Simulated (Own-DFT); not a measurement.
Si3N4 (beta silicon nitride, strained, atoms displaced) (calculated)

A calculation, not a measurement: plane-wave PBE density functional theory by an unreviewed code, no spin, of a simulated periodic cell, stress positive in tension, free energy of the whole cell less one offset for each atom, forces on such cells moved up to 12 meV/angstrom on a denser k mesh; offsets are fitted by least squares, one for each functional and potential file, so energies compare only between cells with the same atoms and settings and are not formation energies; the far tail of each file's local potential was reset to the Coulomb form; each entry is a single point on an unrelaxed cell, so the pressure reflects the starting lattice, mostly measured values (interpolated for alloys), from which strain is counted, and rises with the displacements; printed positions are rounded, which can move forces by about a meV/angstrom; the program, named Own-DFT, is a retired in-house code; no spin-orbit coupling; before rounding, a Quantum ESPRESSO 7.3.1 run of the same cell and cutoff gave forces within 1 meV/angstrom rms on each cell, which checks the program and not the settings. Program: Own-DFT development build.

Settings shared by all entries: functional PBE; potential files PseudoDojo norm-conserving, scalar-relativistic, standard set; wave cutoff 42 hartree; occupations Fermi-Dirac; smearing width 0.1 eV; k mesh 2 x 2 x 4 centred on Gamma.

(1) 
```xyz
112
Lattice="15.1932 -0.0438 -0.1171 -7.6345 13.3712 0.2367 -0.0448 0.0787 5.7078" Properties=species:S:1:pos:R:3:force_x:R:1:force_y:R:1:force_z:R:1 formula=Si3N4 free_energy_of_cell_above_offsets=-7.644 pressure=10.28 stress_xx=-8.2 stress_yy=-3.23 stress_zz=-19.42 stress_yz=4.59 stress_xz=-2.35 stress_xy=0.97
Si    -1.6410     5.1780     0.8054      -0.21      1.776     -3.327
Si     0.2116     2.7503     0.7651     -1.062      1.156      0.037
Si     1.3663     5.5699     0.7913     -1.788     -2.471     -0.741
Si     5.3683     1.5914     2.1874     -0.904     -1.669     -1.888
Si     3.5753     4.0457     2.1488      0.364     -2.108      5.438
Si     2.3506     1.1349     2.1205      0.863      4.117      1.394
N      2.4025     0.2485     0.7155     -0.548     -1.968     -0.309
N      6.1574     1.9623     0.7357       2.92      1.526     -1.287
N      2.7663     4.4243     0.8329      -3.11       2.59     -3.317
N      1.2413     6.4943     2.1479      1.779      2.203      2.604
N     -2.3495     4.7780     2.1946     -5.262     -2.526      1.206
N      0.9496     2.2478     2.2202      1.432     -1.426     -1.169
N     -0.1358     4.5215     0.8475       5.04     -1.912     -1.399
N      3.7787     2.3458     2.1154     -0.815      -2.52      0.708
Si    -1.6345     5.2399     3.5925      1.966     -0.879      3.022
Si     0.1476     2.7584     3.6444      1.298      1.643     -1.047
Si     1.3861     5.6315     3.6535     -2.622       -1.3     -0.277
Si     5.3970     1.5943     4.9158     -0.838     -0.012      3.717
Si     3.4647     3.9882     5.0990      2.354      0.258     -1.931
Si     2.4087     1.2277     5.0085      0.429      1.459     -1.221
N      2.3026     0.2560     3.5735      0.055     -1.203      0.424
N      6.2845     1.9735     3.5801     -0.088      0.673     -1.232
N      2.6589     4.5276     3.6741      2.269     -0.374     -1.144
N      1.3516     6.6182     5.1058      0.446     -1.215     -1.487
N     -2.5128     4.7724     5.0524     -0.646     -0.573     -0.213
N      0.9902     2.2223     5.0196     -0.367      0.542      1.761
N      0.0119     4.4644     3.5606     -0.767      2.169      1.345
N      3.7932     2.2956     5.0000     -0.784     -0.439     -0.405
Si    -5.4946    11.9101     0.8921      3.403     -1.236     -0.438
Si    -3.6476     9.3470     0.8210      1.121      2.675     -0.135
Si    -2.4209    12.1329     0.8533     -2.583      1.149        2.4
Si     1.5994     8.2582     2.1720     -2.729     -1.027       2.23
Si    -0.2285    10.7190     2.3009     -1.035     -1.948     -1.268
Si    -1.4107     7.8984     2.2710      0.916      0.241      -0.62
N     -1.4269     6.9286     0.8060     -0.531     -0.874      1.441
N      2.2708     8.7288     0.7834      5.586      1.865     -0.848
N     -1.0833    11.1745     0.8076       2.27     -1.392      0.969
N     -2.3948    13.1619     2.2960     -0.826      0.546      1.439
N     -6.3108    11.4097     2.2485     -0.715      0.005      3.166
N     -2.7953     8.9416     2.2286      -0.23      -0.06      1.341
N     -3.8917    11.1311     0.7874      0.594      0.026      1.155
N      0.0226     8.9155     2.2195     -1.716      1.239      0.801
Si    -5.5280    11.8868     3.7951      2.912     -0.509     -1.736
Si    -3.6472     9.4189     3.7371      0.764      2.275     -3.267
Si    -2.4704    12.2515     3.8185     -0.583     -0.283     -1.979
Si     1.5457     8.3156     5.0669      -2.93      0.158      0.073
Si    -0.2120    10.7561     5.1437     -4.137     -2.517     -0.595
Si    -1.4909     7.9534     5.1477      3.382     -0.932     -1.669
N     -1.5119     6.9399     3.6981      0.385       0.78      0.147
N      2.3867     8.7316     3.6691     -0.551     -0.846     -1.578
N     -1.0429    11.2664     3.6793     -0.274      -0.26      1.573
N     -2.4465    13.2558     5.2527     -0.334     -0.037     -2.587
N     -6.1983    11.3031     5.2059     -4.201     -0.109      0.032
N     -2.7673     8.9760     5.0551     -2.775      0.798      2.612
N     -3.8903    11.1505     3.8206      0.095      1.026     -0.931
N     -0.0673     9.0017     5.1336     -0.166     -0.056     -0.717
Si     5.9360     5.1620     0.8083       1.21     -1.625     -1.749
Si     7.8655     2.6928     0.7891     -4.902      1.915     -8.266
Si     8.9104     5.5458     0.6936      0.704     -3.054      2.954
Si    12.8854     1.5145     2.0168      2.632     -0.801      2.046
Si    11.1789     3.9486     2.1182      1.601      1.245     -0.972
Si    10.0112     1.1948     2.1523     -1.199     -0.054     -2.848
N      9.9676     0.1399     0.6165       0.09      3.358      1.653
N     13.7409     2.0098     0.6530      2.385      0.395      0.537
N     10.3669     4.4475     0.7268     -1.517      0.858     -2.037
N      8.9772     6.4601     2.1935     -0.435      2.635     -1.852
N      5.1832     4.6261     2.2506     -1.117      0.683     -1.748
N      8.5151     2.2758     2.1072      5.532     -2.889       4.96
N      7.5374     4.4636     0.7560      1.036      -0.22     -0.004
N     11.4085     2.2401     2.0492      -2.44      0.141      0.978
Si     5.9515     5.2423     3.5831      0.603      1.012      1.456
Si     7.7719     2.8415     3.5293      0.241     -1.869      1.523
Si     8.9178     5.5737     3.5876     -0.244     -2.814      -0.04
Si    12.9807     1.6035     4.9582     -2.272       0.21     -2.107
Si    11.0779     3.9182     4.9308      1.055      2.068      1.386
Si     9.9702     1.2249     4.9258       0.54     -2.327       0.02
N      9.9346     0.2559     3.4955       0.43     -2.805      1.313
N     13.8059     2.0672     3.4939     -3.004     -1.985     -0.381
N     10.3393     4.4911     3.4681     -1.378      0.403      1.932
N      8.8823     6.5365     5.0166      0.497       0.08     -1.416
N      5.1805     4.7620     4.9860      -2.93     -0.293      2.517
N      8.6675     2.2033     4.8777      -3.69      3.132      2.139
N      7.4735     4.4778     3.6506      2.451      2.427      -0.37
N     11.2755     2.2470     5.0771      3.042      -0.03     -1.294
Si     2.1932    11.8846     0.8035     -1.609     -2.797      2.461
Si     4.0323     9.4454     0.7444      -2.28     -0.888      1.857
Si     5.1361    12.1851     0.8422     -2.713      0.095     -1.035
Si     9.0988     8.2736     2.1768      0.669     -2.474     -0.569
Si     7.3729    10.5716     2.3003     -1.351      3.161      -2.81
Si     6.1885     7.9141     2.2189     -0.438      0.884       -2.8
N      6.1376     6.8552     0.8581      0.422      1.418     -1.324
N      9.9901     8.6137     0.7932     -0.143       -0.5     -2.333
N      6.4279    11.1909     0.7966      4.166     -3.309      0.242
N      5.0318    13.0760     2.2474      0.724      2.904      1.159
N      1.3212    11.3572     2.3101      1.909      0.942     -0.849
N      4.8031     8.8906     2.2334     -1.468      1.436     -0.709
N      3.7182    11.1171     0.8208      1.399      0.492     -0.053
N      7.5502     8.9488     2.1619     -0.069     -1.374     -0.315
Si     2.2053    11.7172     3.7519     -5.609      4.179     -1.082
Si     3.9007     9.4104     3.6339      2.079     -0.392       0.22
Si     5.1511    12.1891     3.6762     -2.171      0.458      1.936
Si     9.1877     8.1940     5.0142     -0.137      2.407     -0.399
Si     7.2768    10.6196     5.1136      1.008      0.999       0.53
Si     6.1644     7.8893     5.0834      0.281     -0.064       -0.2
N      6.1346     7.0693     3.5582      0.089     -4.878      4.338
N      9.9786     8.7375     3.5054      -0.68     -0.933      3.072
N      6.5019    11.1338     3.6358     -0.043      0.126      1.379
N      5.0450    13.2672     5.1741      0.796      -1.49      -2.31
N      1.2666    11.3724     5.1706      3.879      1.833     -0.593
N      4.7291     8.8510     5.0983      0.445      0.669     -1.024
N      3.6418    11.0974     3.7589      6.892     -0.564     -0.305
N      7.6030     8.9303     4.9772     -1.481     -0.352       0.91
```

Units: free_energy_of_cell_above_offsets in eV; pressure, stress_xx, stress_yy, stress_zz, stress_yz, stress_xz, stress_xy in GPa; force_x, force_y, force_z in eV/Å.

(2) 
```xyz
112
Lattice="14.9631 -0.1549 0.1135 -7.6157 13.0676 -0.0764 0.0434 -0.0087 5.8139" Properties=species:S:1:pos:R:3:force_x:R:1:force_y:R:1:force_z:R:1 formula=Si3N4 free_energy_of_cell_above_offsets=-4.500 pressure=16.88 stress_xx=-18.69 stress_yy=-15.98 stress_zz=-15.96 stress_yz=-2 stress_xz=1.9 stress_xy=-4.9
Si    -1.6273     4.9776     0.6305     -1.052      2.597      1.364
Si     0.2226     2.7083     0.7313      1.932     -0.927      0.904
Si     1.3206     5.3695     0.6177      0.092      0.439      2.666
Si     5.3437     1.3742     2.2526     -0.782      5.528      1.382
Si     3.4469     3.8314     2.2249       2.76     -2.432     -0.586
Si     2.3439     1.0422     2.1756       1.61      2.286      1.037
N      2.2278     0.1700     0.7148      0.612     -0.113      1.257
N      6.0971     1.8344     0.8150      2.625      0.896     -0.127
N      2.7505     4.2745     0.7604     -3.377       2.43     -0.428
N      1.3423     6.2809     2.1610     -0.077     -2.772     -0.239
N     -2.4630     4.5725     2.0539      3.308      0.944       2.34
N      0.9659     2.0935     2.2379      0.261      1.086     -1.901
N     -0.1010     4.3682     0.6165      3.001     -0.622      0.764
N      3.7803     2.1335     2.1822     -1.604     -0.842     -0.109
Si    -1.5726     4.9491     3.6490     -1.281      3.138     -3.323
Si     0.2511     2.6876     3.6431     -0.663     -2.844      1.141
Si     1.2973     5.3170     3.6371      1.336      2.682     -1.192
Si     5.3530     1.4607     5.1945     -1.261      2.245     -1.654
Si     3.4890     3.8516     5.1210      1.838     -2.765     -1.834
Si     2.4049     1.0809     5.1188     -0.509      0.935     -0.068
N      2.4332     0.2787     3.6867     -1.096     -4.547     -2.092
N      6.1388     1.9760     3.7267     -1.178     -1.769      -0.42
N      2.6840     4.3053     3.6088     -1.201       0.82      2.672
N      1.2691     6.3661     5.0466      0.474     -6.624     -0.485
N     -2.4159     4.5973     5.0262      0.494     -0.342      0.399
N      1.0430     2.1339     5.1420     -0.955       0.92     -1.325
N     -0.0299     4.3350     3.7422     -0.132      -0.49     -0.947
N      3.7303     2.0764     5.0892      1.466      2.497      0.645
Si    -5.4207    11.5548     0.6690     -0.715     -0.587     -0.339
Si    -3.6080     9.1546     0.7375     -1.343      0.929     -0.396
Si    -2.5034    11.9374     0.6448      0.547     -2.011      1.918
Si     1.5423     7.9396     2.2559     -2.716      1.458     -4.476
Si    -0.3644    10.4138     2.1277      2.875     -4.266      4.323
Si    -1.3968     7.6114     2.1060     -0.174      0.738       1.63
N     -1.4389     6.7065     0.7075     -0.557     -0.997     -1.976
N      2.2120     8.4219     0.6693      4.859      1.314       4.33
N     -1.0096    10.7974     0.7519     -4.966      3.629     -4.871
N     -2.4408    12.8599     2.1578     -0.117     -4.962     -0.122
N     -6.2176    11.1087     2.1370     -0.269      -0.08     -1.292
N     -2.8233     8.6425     2.1208      0.595     -0.379      1.626
N     -3.8893    10.8646     0.6679      2.052      0.391      0.316
N     -0.0699     8.6252     2.1289       0.58      1.899      0.506
Si    -5.4701    11.4554     3.5689      1.325       3.45      1.695
Si    -3.6054     9.0586     3.6296      2.302        3.7     -0.721
Si    -2.4848    11.8998     3.6191     -1.201     -1.143      -0.11
Si     1.5457     7.9146     5.1549     -0.827      4.539     -3.466
Si    -0.2339    10.3818     5.0584      0.195     -2.869       0.71
Si    -1.4312     7.6886     5.0328      1.367       0.92      2.673
N     -1.3563     6.7921     3.6640     -1.125         -4     -2.775
N      2.3012     8.3937     3.5916      2.101      0.933      3.652
N     -1.0851    10.7995     3.6553     -1.713      1.806     -0.553
N     -2.4939    12.8770     5.0722      0.556     -2.172     -0.853
N     -6.2224    11.1731     5.0552     -1.657     -0.979     -0.627
N     -2.8440     8.7031     5.1142      2.208     -1.084     -1.239
N     -3.9285    10.8867     3.5894      4.125     -1.516     -0.111
N      0.0304     8.6418     5.0892     -2.717      1.627     -0.406
Si     5.7911     4.9587     0.8166      1.414      0.142     -1.941
Si     7.7295     2.5132     0.7719     -1.147      1.099      0.908
Si     8.7255     5.2469     0.7134      2.588      1.762      0.672
Si    12.8659     1.3992     2.2985     -4.073     -0.263      -2.04
Si    11.0278     3.7125     2.2220     -3.051     -0.541     -0.612
Si     9.7922     1.0840     2.2392      4.013     -4.996      0.128
N      9.8235     0.1000     0.7741     -0.121      0.766      0.216
N     13.6863     1.8354     0.8669     -2.054     -0.783     -0.531
N     10.1710     4.1866     0.7527     -0.569      0.479      0.175
N      8.8131     6.2334     2.2126      0.589     -0.455     -1.602
N      5.0872     4.4226     2.2828     -1.524      0.375     -2.317
N      8.5221     2.0160     2.3470     -3.699      2.201     -2.981
N      7.4195     4.2629     0.7356     -1.748     -2.355      0.465
N     11.1853     2.0167     2.2421      2.285      0.205     -0.337
Si     5.8975     4.9501     3.6201      0.654      -2.92      2.406
Si     7.7209     2.5180     3.7136     -0.927      3.331      0.468
Si     8.8101     5.3372     3.6224       0.94     -1.124      1.346
Si    12.8669     1.3822     5.3019     -0.894     -1.676     -4.269
Si    11.0382     3.7771     5.1054     -2.701     -1.968      0.301
Si     9.9543     1.0842     5.0793     -3.131     -2.815      3.309
N      9.9040     0.0665     3.8082     -0.277     -0.527     -4.111
N     13.5750     1.8122     3.6401       3.34       2.14      6.495
N     10.2143     4.1719     3.6577     -0.876      1.341      0.294
N      8.8264     6.2256     5.1057      0.517     -0.539      0.329
N      5.0694     4.5022     5.0881     -0.184      0.336      1.173
N      8.5077     2.0083     5.1097      0.417      0.099      1.362
N      7.4699     4.3040     3.6784      0.523     -2.149     -0.254
N     11.2549     1.9785     5.1040      4.057      4.025       0.87
Si     1.9812    11.4500     0.6963      3.266      0.834      2.159
Si     3.9849     9.0980     0.7058     -3.453      0.363      0.752
Si     4.9550    11.9107     0.8631      0.279     -3.497      -3.88
Si     8.9971     7.9459     2.1451     -1.758     -1.342      4.542
Si     7.1801    10.3785     2.2716      0.407     -4.707     -6.407
Si     6.0093     7.5796     2.2542      0.071     -1.164       -1.4
N      6.1048     6.7160     0.7188     -1.915     -3.023      1.826
N      9.7655     8.3183     0.7769      2.614      1.689     -0.407
N      6.3415    10.7959     0.7298     -0.223      0.709      2.046
N      5.0332    12.7931     2.2356     -0.193     -1.091      1.791
N      1.2042    11.0529     2.1620      1.373      0.568      1.722
N      4.6786     8.6373     2.1774     -0.465     -0.122      1.363
N      3.6532    10.7653     0.6738     -1.124      1.569      0.932
N      7.3774     8.4608     2.1552      1.943      5.083      1.018
Si     2.0733    11.4506     3.6882       0.09      0.735     -3.249
Si     3.8196     9.1908     3.6450      1.411     -7.523     -0.821
Si     4.9292    11.7644     3.7132      2.362      0.291     -3.527
Si     8.9974     7.9470     5.1797     -0.163     -1.792     -1.074
Si     7.1117    10.3580     5.0610      2.859     -3.161      3.119
Si     5.9730     7.5232     5.0820      3.787      0.697     -0.386
N      6.0314     6.5606     3.6437     -0.613      3.688      0.042
N      9.8775     8.3327     3.8038     -3.764     -1.381     -3.348
N      6.4567    10.7664     3.6073     -4.661        2.4      2.648
N      5.1240    12.6138     5.0434      0.214      4.902      4.977
N      1.3484    11.0068     5.0862     -2.304      -0.96     -0.477
N      4.6999     8.6075     5.0658     -0.538       0.22     -1.521
N      3.6528    10.7225     3.6505     -1.713      5.411     -0.324
N      7.4825     8.5385     5.1406     -4.375      2.764     -0.925
```

Units: free_energy_of_cell_above_offsets in eV; pressure, stress_xx, stress_yy, stress_zz, stress_yz, stress_xz, stress_xy in GPa; force_x, force_y, force_z in eV/Å.
